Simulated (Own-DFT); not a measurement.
TiO2 (rutile, atoms displaced) (calculated)

Computed with Own-DFT development build. A calculation, not a measurement: plane-wave PBE density functional theory by an unreviewed code, no spin, of a simulated periodic cell, stress positive in tension, free energy of the whole cell less one offset for each atom, oxygen file: force components 24 meV/angstrom off all-electron in one glass; forces on such cells passed a denser k mesh, this cell's mesh not checked; offsets are fitted by least squares, one for each functional and potential file, so energies compare only between cells with the same atoms and settings and are not formation energies; the far tail of each file's local potential was reset to the Coulomb form; each entry is a single point on an unrelaxed cell, so the pressure reflects the starting lattice, mostly measured values (interpolated for alloys), from which strain is counted, and rises with the displacements; printed positions are rounded, which can move forces by about a meV/angstrom; the program, named Own-DFT, is a retired in-house code; no spin-orbit coupling; before rounding, a Quantum ESPRESSO 7.3.1 run of the same cell and cutoff gave forces within 1 meV/angstrom rms on each cell, which checks the program and not the settings.

Common to all runs: functional PBE; potential files PseudoDojo norm-conserving, scalar-relativistic, standard set; wave cutoff 72 hartree; occupations Fermi-Dirac; smearing width 0.1 eV; k mesh 3 x 3 x 3 centred on Gamma.

```json
{"entry": 1, "formula": "TiO2", "kind": "rutile, atoms displaced", "structure": {"cell_angstrom": [[9.1874, 0.0, 0.0], [0.0, 9.1874, 0.0], [0.0, 0.0, 8.8761]], "atoms_fractional": [["Ti", 0.00584, 0.00303, 0.99714], ["Ti", 0.24806, 0.24255, 0.16139], ["O", 0.15977, 0.16543, 0.00335], ["O", 0.3564, 0.35692, 0.01318], ["O", 0.41565, 0.09996, 0.17324], ["O", 0.10517, 0.37894, 0.15463], ["Ti", 0.00352, 0.00529, 0.3225], ["Ti", 0.24087, 0.26877, 0.50867], ["O", 0.15375, 0.15558, 0.35633], ["O", 0.35053, 0.35426, 0.33493], ["O", 0.40806, 0.09588, 0.49529], ["O", 0.09555, 0.39808, 0.50434], ["Ti", 0.98724, 0.99304, 0.65449], ["Ti", 0.25704, 0.25645, 0.83673], ["O", 0.17051, 0.1552, 0.66466], ["O", 0.34983, 0.34638, 0.64891], ["O", 0.40409, 0.09717, 0.82151], ["O", 0.09198, 0.39782, 0.82883], ["Ti", 0.99239, 0.49558, 0.98373], ["Ti", 0.25666, 0.74703, 0.17668], ["O", 0.16352, 0.65682, 0.00336], ["O", 0.34447, 0.85407, 0.98162], ["O", 0.38707, 0.59825, 0.18447], ["O", 0.09175, 0.92295, 0.18255], ["Ti", 0.00963, 0.49658, 0.3435], ["Ti", 0.26559, 0.74388, 0.49985], ["O", 0.15506, 0.64795, 0.33505], ["O", 0.36016, 0.85087, 0.34621], ["O", 0.39311, 0.60935, 0.49695], ["O", 0.10618, 0.89889, 0.49008], ["Ti", 0.00267, 0.50533, 0.66728], ["Ti", 0.23444, 0.73436, 0.82561], ["O", 0.15485, 0.65379, 0.66263], ["O", 0.35342, 0.85613, 0.67105], ["O", 0.40743, 0.60288, 0.84706], ["O", 0.08549, 0.88821, 0.82984], ["Ti", 0.49404, 0.99129, 0.00176], ["Ti", 0.74927, 0.25251, 0.17456], ["O", 0.66517, 0.15553, 0.99741], ["O", 0.8507, 0.34579, 0.99563], ["O", 0.90065, 0.09312, 0.15465], ["O", 0.60502, 0.41313, 0.15082], ["Ti", 0.49192, 0.00493, 0.35139], ["Ti", 0.74118, 0.25377, 0.50157], ["O", 0.64787, 0.16969, 0.3408], ["O", 0.84793, 0.3494, 0.32619], ["O", 0.90404, 0.10362, 0.50648], ["O", 0.58929, 0.40018, 0.49153], ["Ti", 0.50251, 0.99699, 0.66079], ["Ti", 0.7518, 0.24326, 0.83908], ["O", 0.64984, 0.14199, 0.66958], ["O", 0.84191, 0.35203, 0.67296], ["O", 0.89529, 0.08823, 0.82384], ["O", 0.60161, 0.41083, 0.828], ["Ti", 0.48066, 0.49832, 0.99427], ["Ti", 0.7553, 0.75426, 0.17614], ["O", 0.66667, 0.64496, 0.99741], ["O", 0.85592, 0.83299, 0.99923], ["O", 0.88115, 0.59669, 0.15767], ["O", 0.60569, 0.89161, 0.16777], ["Ti", 0.49729, 0.5007, 0.32668], ["Ti", 0.75171, 0.76459, 0.49364], ["O", 0.66979, 0.63934, 0.3275], ["O", 0.84031, 0.85888, 0.33989], ["O", 0.90876, 0.58147, 0.49602], ["O", 0.60152, 0.90069, 0.48835], ["Ti", 0.49501, 0.49831, 0.66993], ["Ti", 0.76702, 0.75818, 0.81683], ["O", 0.66504, 0.659, 0.66357], ["O", 0.85268, 0.85697, 0.66747], ["O", 0.89375, 0.59896, 0.82798], ["O", 0.62, 0.90326, 0.82285]]}, "results": {"free_energy_of_cell_above_offsets [eV]": "-10.154", "pressure [GPa]": 10.41, "stress_xx [GPa]": -9.93, "stress_yy [GPa]": -10.28, "stress_zz [GPa]": -11.0, "stress_yz [GPa]": 0.25, "stress_xz [GPa]": -0.21, "stress_xy [GPa]": 0.94, "force_element": ["Ti", "Ti", "O", "O", "O", "O", "Ti", "Ti", "O", "O", "O", "O", "Ti", "Ti", "O", "O", "O", "O", "Ti", "Ti", "O", "O", "O", "O", "Ti", "Ti", "O", "O", "O", "O", "Ti", "Ti", "O", "O", "O", "O", "Ti", "Ti", "O", "O", "O", "O", "Ti", "Ti", "O", "O", "O", "O", "Ti", "Ti", "O", "O", "O", "O", "Ti", "Ti", "O", "O", "O", "O", "Ti", "Ti", "O", "O", "O", "O", "Ti", "Ti", "O", "O", "O", "O"], "force_x [eV/angstrom]": [-1.869, 0.783, -0.857, -2.117, -0.566, -1.447, -1.006, 0.354, -0.189, 0.041, -0.87, -0.861, 3.278, 0.177, -0.961, 2.206, -0.141, 1.224, -1.573, -0.194, -1.173, 0.348, 0.465, 3.63, -1.48, -2.175, -0.22, -1.489, 3.064, -1.281, -2.413, 1.016, -0.854, -0.995, -1.386, 0.84, 1.221, -0.768, -1.598, 0.852, -0.539, -0.629, 1.209, 0.865, -0.034, 0.824, -0.595, -0.031, 0.211, -0.117, 0.838, 0.626, 1.104, -1.523, 5.862, -1.001, -1.601, 1.648, 4.196, -1.751, 1.752, -1.271, -1.131, 1.467, -0.431, 0.531, 2.595, -3.437, -1.24, -0.328, 2.844, -1.929], "force_y [eV/angstrom]": [-1.495, 0.834, -2.225, -2.532, -0.242, 2.404, 2.069, -3.378, -0.338, 0.066, 1.207, 1.213, 1.841, -2.152, -0.129, 2.564, 0.997, 0.107, 0.331, 0.503, -0.908, 0.283, 0.637, -3.425, -0.021, 3.976, 0.463, -1.036, -3.004, 0.45, -0.92, 3.35, -1.362, -1.703, 0.732, 0.46, -0.848, 0.569, -0.835, 0.574, 0.942, -0.55, 0.225, 0.144, -1.24, 0.086, 0.34, 0.865, -0.317, 0.022, 1.582, 0.318, 0.463, -0.121, 1.911, -1.127, 0.673, 2.157, -2.258, 1.662, -1.493, -2.278, 0.586, 0.509, 1.55, -0.291, 0.085, -0.685, -0.896, -1.086, -1.807, 0.955], "force_z [eV/angstrom]": [-1.465, 4.268, -2.622, -1.038, -1.215, 0.61, 4.404, -3.025, -2.264, -0.198, 1.604, 0.221, -0.476, -1.931, 1.715, 3.665, 1.392, -0.18, 3.651, -1.257, 0.67, 1.624, -1.58, -3.779, -2.905, 0.732, -0.704, -1.624, 0.445, 0.621, -0.173, 1.918, -0.734, -0.333, -3.258, 0.401, 0.403, -1.023, 0.668, 0.085, 0.286, 1.526, -4.102, 1.396, -0.883, 0.773, -0.232, 1.575, 2.41, -0.877, -0.871, -0.799, 1.118, -0.701, 1.736, -3.737, -0.244, 0.027, 0.19, -0.998, -0.096, -0.061, 2.154, 0.054, 0.17, 1.103, 0.121, 5.086, -1.099, -2.7, -0.256, 0.623]}}
{"entry": 2, "formula": "TiO2", "kind": "rutile, atoms displaced", "structure": {"cell_angstrom": [[9.1874, 0.0, 0.0], [0.0, 9.1874, 0.0], [0.0, 0.0, 8.8761]], "atoms_fractional": [["Ti", 0.98475, 0.00369, 0.00777], ["Ti", 0.2648, 0.24851, 0.1484], ["O", 0.14543, 0.15731, 0.98761], ["O", 0.3345, 0.3615, 0.00266], ["O", 0.39894, 0.09868, 0.19325], ["O", 0.09966, 0.41219, 0.1704], ["Ti", 0.99505, 0.99568, 0.31516], ["Ti", 0.2423, 0.25091, 0.49357], ["O", 0.14558, 0.1605, 0.32568], ["O", 0.34324, 0.35255, 0.35313], ["O", 0.39846, 0.09779, 0.51117], ["O", 0.09247, 0.41059, 0.50459], ["Ti", 0.00168, 0.99845, 0.66269], ["Ti", 0.26044, 0.25691, 0.84323], ["O", 0.1479, 0.16685, 0.65893], ["O", 0.33786, 0.35548, 0.67636], ["O", 0.40337, 0.1028, 0.833], ["O", 0.094, 0.40019, 0.83751], ["Ti", 0.98326, 0.49826, 0.00284], ["Ti", 0.24486, 0.74556, 0.15034], ["O", 0.15399, 0.64584, 0.99619], ["O", 0.35156, 0.83755, 0.99286], ["O", 0.38699, 0.59787, 0.16649], ["O", 0.08918, 0.89428, 0.16552], ["Ti", 0.00828, 0.50132, 0.34166], ["Ti", 0.23447, 0.75278, 0.50417], ["O", 0.16774, 0.65253, 0.34666], ["O", 0.35009, 0.8484, 0.33871], ["O", 0.39463, 0.60571, 0.51001], ["O", 0.11102, 0.90192, 0.49989], ["Ti", 0.98795, 0.50316, 0.66371], ["Ti", 0.24888, 0.76598, 0.82486], ["O", 0.14956, 0.65491, 0.65541], ["O", 0.35343, 0.85393, 0.66381], ["O", 0.40872, 0.60646, 0.82486], ["O", 0.10669, 0.90048, 0.82847], ["Ti", 0.49995, 0.01502, 0.00412], ["Ti", 0.76559, 0.24568, 0.16575], ["O", 0.64745, 0.16096, 0.0086], ["O", 0.84927, 0.34501, 0.99191], ["O", 0.91857, 0.10051, 0.15357], ["O", 0.60374, 0.40806, 0.16084], ["Ti", 0.49381, 0.98495, 0.3225], ["Ti", 0.75255, 0.25425, 0.49905], ["O", 0.64558, 0.14433, 0.32144], ["O", 0.8408, 0.34705, 0.33919], ["O", 0.90655, 0.10901, 0.50954], ["O", 0.59486, 0.4092, 0.49585], ["Ti", 0.49221, 0.99882, 0.68219], ["Ti", 0.75458, 0.24993, 0.83734], ["O", 0.63621, 0.14787, 0.67468], ["O", 0.84342, 0.34785, 0.68678], ["O", 0.90939, 0.10099, 0.80951], ["O", 0.59323, 0.39556, 0.82935], ["Ti", 0.48427, 0.51111, 0.99], ["Ti", 0.76211, 0.75461, 0.17099], ["O", 0.65937, 0.65298, 0.99687], ["O", 0.84661, 0.85855, 0.99401], ["O", 0.89639, 0.60216, 0.16395], ["O", 0.60444, 0.91379, 0.16969], ["Ti", 0.5038, 0.49841, 0.33303], ["Ti", 0.77216, 0.7467, 0.50995], ["O", 0.65077, 0.66898, 0.33863], ["O", 0.83086, 0.83451, 0.31526], ["O", 0.90657, 0.5882, 0.49327], ["O", 0.59834, 0.91412, 0.50914], ["Ti", 0.50736, 0.50064, 0.65735], ["Ti", 0.75298, 0.75187, 0.85294], ["O", 0.64948, 0.66754, 0.6831], ["O", 0.84799, 0.85699, 0.67277], ["O", 0.89895, 0.57895, 0.8407], ["O", 0.60271, 0.89212, 0.83836]]}, "results": {"free_energy_of_cell_above_offsets [eV]": "-8.746", "pressure [GPa]": 10.22, "stress_xx [GPa]": -8.03, "stress_yy [GPa]": -10.56, "stress_zz [GPa]": -12.07, "stress_yz [GPa]": -1.17, "stress_xz [GPa]": 0.19, "stress_xy [GPa]": 0.29, "force_element": ["Ti", "Ti", "O", "O", "O", "O", "Ti", "Ti", "O", "O", "O", "O", "Ti", "Ti", "O", "O", "O", "O", "Ti", "Ti", "O", "O", "O", "O", "Ti", "Ti", "O", "O", "O", "O", "Ti", "Ti", "O", "O", "O", "O", "Ti", "Ti", "O", "O", "O", "O", "Ti", "Ti", "O", "O", "O", "O", "Ti", "Ti", "O", "O", "O", "O", "Ti", "Ti", "O", "O", "O", "O", "Ti", "Ti", "O", "O", "O", "O", "Ti", "Ti", "O", "O", "O", "O"], "force_x [eV/angstrom]": [3.33, -2.844, 0.742, 1.357, -1.419, -0.183, 2.581, 1.183, -1.134, 1.278, -0.74, -0.072, 1.253, -2.403, -0.289, 0.932, -0.472, -0.073, 3.062, 1.083, -0.303, 0.293, 1.464, -0.528, 2.411, 3.769, -2.686, -0.406, 2.038, -3.296, 2.425, 0.565, -1.367, -1.48, -0.153, -1.157, 1.15, -3.779, -0.051, -0.117, -2.201, -0.594, 1.109, -1.239, 2.706, 0.691, -0.604, 1.366, 1.881, -2.345, 2.389, 0.095, -0.824, -0.366, 2.044, -4.842, -1.167, 1.039, 0.696, -0.161, -0.713, -4.556, -0.646, 5.671, -2.23, 1.016, -1.806, -1.942, 1.202, 0.59, -1.036, -1.185], "force_y [eV/angstrom]": [-1.323, -0.183, -0.539, 0.496, 1.715, -0.706, 1.045, -2.098, -1.351, 0.966, 0.698, -0.593, 1.205, 0.769, -1.242, 0.31, 0.239, 0.456, -0.401, -1.1, 0.8, 1.54, -0.757, 0.712, -0.962, -0.373, -1.467, -0.246, -1.467, 2.477, -1.243, -1.305, -0.835, -1.325, -0.558, 0.929, -1.672, 1.685, -0.91, -0.682, 2.104, 0.194, -1.478, -2.485, 2.158, 0.264, -0.628, -0.925, -0.254, -1.066, 1.929, 0.682, 0.042, 0.64, 0.875, -3.943, -0.669, 0.801, -0.424, -0.531, 1.083, 1.325, -1.602, 5.746, 2.201, -1.002, 1.12, -1.079, -1.165, -1.105, 2.464, 2.023], "force_z [eV/angstrom]": [-6.668, 4.385, 1.96, 0.101, -4.042, 0.274, 4.32, 1.835, -0.709, -2.642, -0.473, -0.204, -0.219, -5.657, 1.23, -0.283, 2.737, -0.329, -0.047, 1.079, 0.034, 1.105, -0.143, -0.013, -2.826, -0.86, -2.491, -1.309, -0.345, -1.432, 2.937, -0.406, 2.27, 0.978, 0.957, 0.635, -0.29, 1.783, 0.053, 1.631, 2.92, 0.653, 6.257, 0.814, 0.365, -0.659, -1.749, -0.103, -4.83, -2.037, -0.186, -2.676, 3.071, 0.954, -0.186, -3.694, 0.6, 1.452, 0.686, -2.374, -1.052, 1.15, 0.114, 6.335, 0.772, -0.533, 1.006, -3.293, -2.082, -0.961, -1.23, 1.582]}}
{"entry": 3, "formula": "TiO2", "kind": "rutile, atoms displaced", "structure": {"cell_angstrom": [[9.1874, 0.0, 0.0], [0.0, 9.1874, 0.0], [0.0, 0.0, 8.8761]], "atoms_fractional": [["Ti", 0.0065, 0.99263, 0.01203], ["Ti", 0.26654, 0.24669, 0.15802], ["O", 0.153, 0.15138, 0.99634], ["O", 0.36351, 0.34381, 0.00036], ["O", 0.40577, 0.09862, 0.17281], ["O", 0.09681, 0.40403, 0.1658], ["Ti", 0.99859, 0.98966, 0.35143], ["Ti", 0.2412, 0.25742, 0.50326], ["O", 0.1453, 0.15242, 0.33336], ["O", 0.33023, 0.33828, 0.33372], ["O", 0.40922, 0.09632, 0.50379], ["O", 0.09752, 0.41061, 0.51213], ["Ti", 0.99628, 0.00918, 0.65907], ["Ti", 0.25368, 0.25399, 0.83076], ["O", 0.16173, 0.15979, 0.67246], ["O", 0.34926, 0.35941, 0.66619], ["O", 0.41028, 0.07627, 0.84142], ["O", 0.09854, 0.40769, 0.84392], ["Ti", 0.99857, 0.49646, 0.0006], ["Ti", 0.25727, 0.74035, 0.16996], ["O", 0.15171, 0.656, 0.00561], ["O", 0.3411, 0.86017, 0.9922], ["O", 0.39599, 0.59259, 0.16187], ["O", 0.0934, 0.91485, 0.16087], ["Ti", 0.00219, 0.50433, 0.32929], ["Ti", 0.24723, 0.74326, 0.51036], ["O", 0.1426, 0.65286, 0.32583], ["O", 0.34474, 0.86286, 0.31501], ["O", 0.3868, 0.59145, 0.49805], ["O", 0.09148, 0.89564, 0.4884], ["Ti", 0.00938, 0.5025, 0.68111], ["Ti", 0.24082, 0.73981, 0.82784], ["O", 0.15028, 0.64348, 0.65973], ["O", 0.3572, 0.83481, 0.6665], ["O", 0.42085, 0.60067, 0.84619], ["O", 0.09403, 0.90571, 0.82834], ["Ti", 0.49093, 0.99758, 0.99431], ["Ti", 0.74548, 0.24845, 0.16884], ["O", 0.63603, 0.15771, 0.0019], ["O", 0.84705, 0.35659, 0.991], ["O", 0.89765, 0.09706, 0.16681], ["O", 0.59884, 0.41832, 0.15372], ["Ti", 0.49989, 0.99129, 0.31533], ["Ti", 0.73544, 0.24088, 0.50081], ["O", 0.65985, 0.15009, 0.34293], ["O", 0.83685, 0.34546, 0.34973], ["O", 0.89425, 0.11248, 0.49691], ["O", 0.59024, 0.39779, 0.50758], ["Ti", 0.50251, 0.00377, 0.67095], ["Ti", 0.7598, 0.23766, 0.84542], ["O", 0.65151, 0.15181, 0.66933], ["O", 0.85438, 0.35813, 0.65423], ["O", 0.91094, 0.10961, 0.82392], ["O", 0.5969, 0.39192, 0.84319], ["Ti", 0.48802, 0.50206, 0.0061], ["Ti", 0.7321, 0.75384, 0.18021], ["O", 0.64276, 0.65476, 0.99609], ["O", 0.85195, 0.84238, 0.99229], ["O", 0.91335, 0.60091, 0.15539], ["O", 0.57585, 0.8855, 0.16365], ["Ti", 0.50165, 0.50268, 0.33284], ["Ti", 0.76063, 0.7615, 0.49508], ["O", 0.64529, 0.64056, 0.34446], ["O", 0.84719, 0.85631, 0.33756], ["O", 0.90004, 0.60045, 0.49218], ["O", 0.59021, 0.90663, 0.50504], ["Ti", 0.49412, 0.48563, 0.66065], ["Ti", 0.74974, 0.76553, 0.83959], ["O", 0.65682, 0.64442, 0.66288], ["O", 0.85582, 0.86011, 0.66308], ["O", 0.89814, 0.60232, 0.82955], ["O", 0.61503, 0.87918, 0.83813]]}, "results": {"free_energy_of_cell_above_offsets [eV]": "-9.907", "pressure [GPa]": 9.93, "stress_xx [GPa]": -9.94, "stress_yy [GPa]": -9.42, "stress_zz [GPa]": -10.42, "stress_yz [GPa]": 0.66, "stress_xz [GPa]": -0.54, "stress_xy [GPa]": 0.94, "force_element": ["Ti", "Ti", "O", "O", "O", "O", "Ti", "Ti", "O", "O", "O", "O", "Ti", "Ti", "O", "O", "O", "O", "Ti", "Ti", "O", "O", "O", "O", "Ti", "Ti", "O", "O", "O", "O", "Ti", "Ti", "O", "O", "O", "O", "Ti", "Ti", "O", "O", "O", "O", "Ti", "Ti", "O", "O", "O", "O", "Ti", "Ti", "O", "O", "O", "O", "Ti", "Ti", "O", "O", "O", "O", "Ti", "Ti", "O", "O", "O", "O", "Ti", "Ti", "O", "O", "O", "O"], "force_x [eV/angstrom]": [-1.344, -2.64, 1.167, -2.163, 0.137, 0.542, 0.24, -0.567, 0.23, 2.16, -0.776, 1.098, -0.614, -1.087, -0.421, -2.279, -2.365, 2.235, -1.195, -1.109, 0.672, -0.452, -0.929, 1.521, -1.549, 1.389, 1.671, -0.947, 0.293, 1.505, -5.267, 0.883, 1.626, -1.492, -3.073, 0.821, 1.146, 1.456, 1.256, -0.574, -0.961, 1.032, -0.229, 1.769, -1.97, 0.54, 2.51, -0.701, 0.55, -1.391, -0.456, -0.461, 0.13, -0.395, 3.211, 0.878, 1.621, 0.508, -1.801, 2.152, 0.059, -1.261, 0.916, -1.376, 0.15, 1.207, 4.237, 3.273, 0.076, -0.341, 1.748, -6.431], "force_y [eV/angstrom]": [0.947, 0.268, 0.954, -1.781, 0.357, -0.66, 4.269, -0.753, -0.245, 1.598, 0.422, -0.971, -0.04, -0.126, -0.866, -2.249, 2.942, -1.488, 1.018, 0.943, 0.352, -1.348, 0.986, -2.013, -0.995, 0.289, 1.255, -1.537, 0.277, -0.769, -1.949, 1.217, 2.148, -0.274, 1.431, -0.79, -1.353, 0.328, -0.467, -1.341, 0.789, -1.724, 0.882, 2.753, -1.44, 0.926, -2.647, 0.203, -0.151, 2.641, -0.85, -0.781, -0.72, 0.313, 0.141, -2.27, 0.862, 1.179, 0.863, -0.626, -1.396, -2.749, 1.729, -0.837, 1.02, -1.092, 2.987, -6.285, 0.963, -0.149, -0.934, 6.414], "force_z [eV/angstrom]": [-1.626, 1.536, -0.467, -0.361, -1.184, -0.175, -4.21, -2.439, 0.576, -0.377, 0.659, -1.374, 2.697, 1.015, 0.359, 0.815, -2.092, -1.02, 1.061, -0.7, -0.977, 0.356, 2.413, 2.236, 0.631, -1.189, 0.357, 1.26, -0.96, 2.442, -0.959, 2.265, 0.339, -0.286, -2.232, -0.643, 1.365, 1.266, 0.571, 1.109, -0.56, 3.167, 5.054, 1.695, -3.108, -2.406, 0.423, -1.858, -3.96, -1.799, 1.351, 1.231, -0.111, -1.348, -3.513, -3.973, 2.263, 2.657, 1.696, -0.348, 0.267, 5.151, -1.111, -1.948, -0.22, -0.942, 3.261, -1.43, -0.978, -0.663, 0.117, -0.116]}}
{"entry": 4, "formula": "TiO2", "kind": "rutile, atoms displaced", "structure": {"cell_angstrom": [[9.1874, 0.0, 0.0], [0.0, 9.1874, 0.0], [0.0, 0.0, 8.8761]], "atoms_fractional": [["Ti", 0.99229, 0.01368, 0.98832], ["Ti", 0.26151, 0.25284, 0.17703], ["O", 0.1516, 0.15006, 0.9895], ["O", 0.35631, 0.3532, 0.99618], ["O", 0.42145, 0.10834, 0.17551], ["O", 0.10674, 0.39428, 0.16994], ["Ti", 0.99446, 0.99605, 0.32172], ["Ti", 0.23087, 0.25191, 0.47876], ["O", 0.14359, 0.1503, 0.34277], ["O", 0.33558, 0.33952, 0.32634], ["O", 0.40375, 0.09778, 0.49632], ["O", 0.09007, 0.40774, 0.48376], ["Ti", 0.00612, 0.99958, 0.66854], ["Ti", 0.25254, 0.26229, 0.83924], ["O", 0.16105, 0.16061, 0.6715], ["O", 0.3404, 0.36083, 0.66515], ["O", 0.4039, 0.10219, 0.84298], ["O", 0.08523, 0.40352, 0.83227], ["Ti", 0.99847, 0.51062, 0.00411], ["Ti", 0.24525, 0.74676, 0.16593], ["O", 0.14931, 0.66085, 0.9841], ["O", 0.34029, 0.84397, 0.00953], ["O", 0.41457, 0.61006, 0.16041], ["O", 0.10327, 0.90636, 0.1728], ["Ti", 0.00076, 0.48015, 0.32405], ["Ti", 0.24981, 0.7466, 0.50695], ["O", 0.15351, 0.64267, 0.34397], ["O", 0.34315, 0.85983, 0.3484], ["O", 0.40578, 0.59294, 0.49636], ["O", 0.0937, 0.90114, 0.49966], ["Ti", 0.99647, 0.48902, 0.66913], ["Ti", 0.2584, 0.74537, 0.83413], ["O", 0.17256, 0.65208, 0.68263], ["O", 0.33354, 0.83708, 0.67256], ["O", 0.38948, 0.59816, 0.83141], ["O", 0.08454, 0.93317, 0.84643], ["Ti", 0.51142, 0.01974, 0.98331], ["Ti", 0.74115, 0.24879, 0.16461], ["O", 0.65478, 0.1498, 0.00807], ["O", 0.85221, 0.34043, 0.00817], ["O", 0.91156, 0.09944, 0.16595], ["O", 0.59978, 0.39923, 0.16348], ["Ti", 0.50588, 0.00318, 0.34689], ["Ti", 0.74896, 0.24929, 0.49425], ["O", 0.65127, 0.13871, 0.32508], ["O", 0.84297, 0.35614, 0.34241], ["O", 0.90363, 0.0991, 0.50786], ["O", 0.59771, 0.39909, 0.48736], ["Ti", 0.49811, 0.00514, 0.68175], ["Ti", 0.75567, 0.24022, 0.83334], ["O", 0.66411, 0.14514, 0.67059], ["O", 0.83671, 0.33252, 0.6647], ["O", 0.90914, 0.10533, 0.83901], ["O", 0.60634, 0.40134, 0.82793], ["Ti", 0.49668, 0.50864, 0.00906], ["Ti", 0.74825, 0.75884, 0.17127], ["O", 0.64867, 0.65412, 0.9917], ["O", 0.85295, 0.84913, 0.99716], ["O", 0.89687, 0.60228, 0.16013], ["O", 0.59834, 0.90545, 0.17047], ["Ti", 0.49936, 0.49568, 0.34128], ["Ti", 0.74637, 0.75307, 0.50193], ["O", 0.64563, 0.64929, 0.34567], ["O", 0.83889, 0.84865, 0.33809], ["O", 0.89596, 0.60062, 0.50611], ["O", 0.59877, 0.89479, 0.50191], ["Ti", 0.49679, 0.50169, 0.65993], ["Ti", 0.75869, 0.74393, 0.81858], ["O", 0.64633, 0.64578, 0.6658], ["O", 0.86156, 0.83131, 0.68029], ["O", 0.88845, 0.60207, 0.83143], ["O", 0.59146, 0.92115, 0.84364]]}, "results": {"free_energy_of_cell_above_offsets [eV]": "-10.910", "pressure [GPa]": 11.35, "stress_xx [GPa]": -10.52, "stress_yy [GPa]": -10.14, "stress_zz [GPa]": -13.39, "stress_yz [GPa]": -0.89, "stress_xz [GPa]": -0.25, "stress_xy [GPa]": 0.62, "force_element": ["Ti", "Ti", "O", "O", "O", "O", "Ti", "Ti", "O", "O", "O", "O", "Ti", "Ti", "O", "O", "O", "O", "Ti", "Ti", "O", "O", "O", "O", "Ti", "Ti", "O", "O", "O", "O", "Ti", "Ti", "O", "O", "O", "O", "Ti", "Ti", "O", "O", "O", "O", "Ti", "Ti", "O", "O", "O", "O", "Ti", "Ti", "O", "O", "O", "O", "Ti", "Ti", "O", "O", "O", "O", "Ti", "Ti", "O", "O", "O", "O", "Ti", "Ti", "O", "O", "O", "O"], "force_x [eV/angstrom]": [-0.127, -0.138, 1.414, -0.994, -2.202, -1.22, 0.09, 1.143, 0.049, 2.619, -0.283, 0.996, 1.003, -0.93, -0.769, 0.272, -1.141, 0.309, -0.609, 0.387, -2.16, 0.693, -1.104, -0.251, -0.853, -0.989, 0.047, -0.401, -0.605, -0.061, -0.822, 0.697, -4.105, 3.339, 2.288, 3.799, -2.474, 1.009, 1.004, 0.057, -1.506, -0.374, -1.639, 0.457, 2.304, -0.558, -0.508, -0.337, -0.524, -1.041, -1.984, 2.111, -2.308, -0.551, 1.987, -1.601, -0.025, -0.985, 1.103, 0.672, 1.094, 0.469, 0.312, 0.719, 0.822, -0.367, -0.025, -2.182, 0.3, 0.332, 2.606, 2.249], "force_y [eV/angstrom]": [-0.58, -3.822, 1.708, -0.636, 0.893, 1.245, -0.953, -0.976, -0.209, 2.948, 0.904, -1.213, 0.208, -0.195, -0.613, -0.297, 1.062, 0.012, 0.04, 1.811, -1.911, 0.866, -0.5, -0.568, 3.334, 0.798, 0.216, -1.478, 0.326, -0.04, 1.536, 1.191, -2.714, 3.921, -1.218, -4.255, -1.739, 0.763, 0.754, 0.466, 1.18, 0.057, -1.779, -1.487, 2.135, -1.117, 0.237, -0.61, 0.211, 2.582, -1.268, 2.179, 1.596, -0.174, 0.57, 0.767, 0.121, -0.364, -1.06, -1.132, 1.65, -1.422, -0.101, 0.35, -0.807, 0.819, -1.498, -0.068, 1.198, 2.16, -2.92, -3.088], "force_z [eV/angstrom]": [4.231, -5.738, 0.799, 0.951, -0.616, -1.025, 0.642, 6.056, -1.749, 2.389, 1.772, 2.721, -1.945, -0.937, -0.882, -0.102, -2.158, 0.41, -0.384, 0.413, 2.651, 0.207, 1.416, 0.368, -0.116, -2.041, -0.9, -0.636, -0.429, 0.743, -1.269, 1.758, -2.317, -0.913, 0.34, -3.27, 7.479, 0.143, -0.733, -0.102, 1.368, 0.62, -1.824, 0.582, 0.972, -0.791, -0.39, 0.841, -3.544, 0.032, -0.286, -0.213, -2.316, -0.134, -2.111, -2.17, 0.66, 0.448, 0.121, -0.474, -1.418, -0.634, -0.732, -0.205, 0.495, 1.744, 2.959, 3.768, -0.016, -1.977, 0.142, -2.746]}}
```
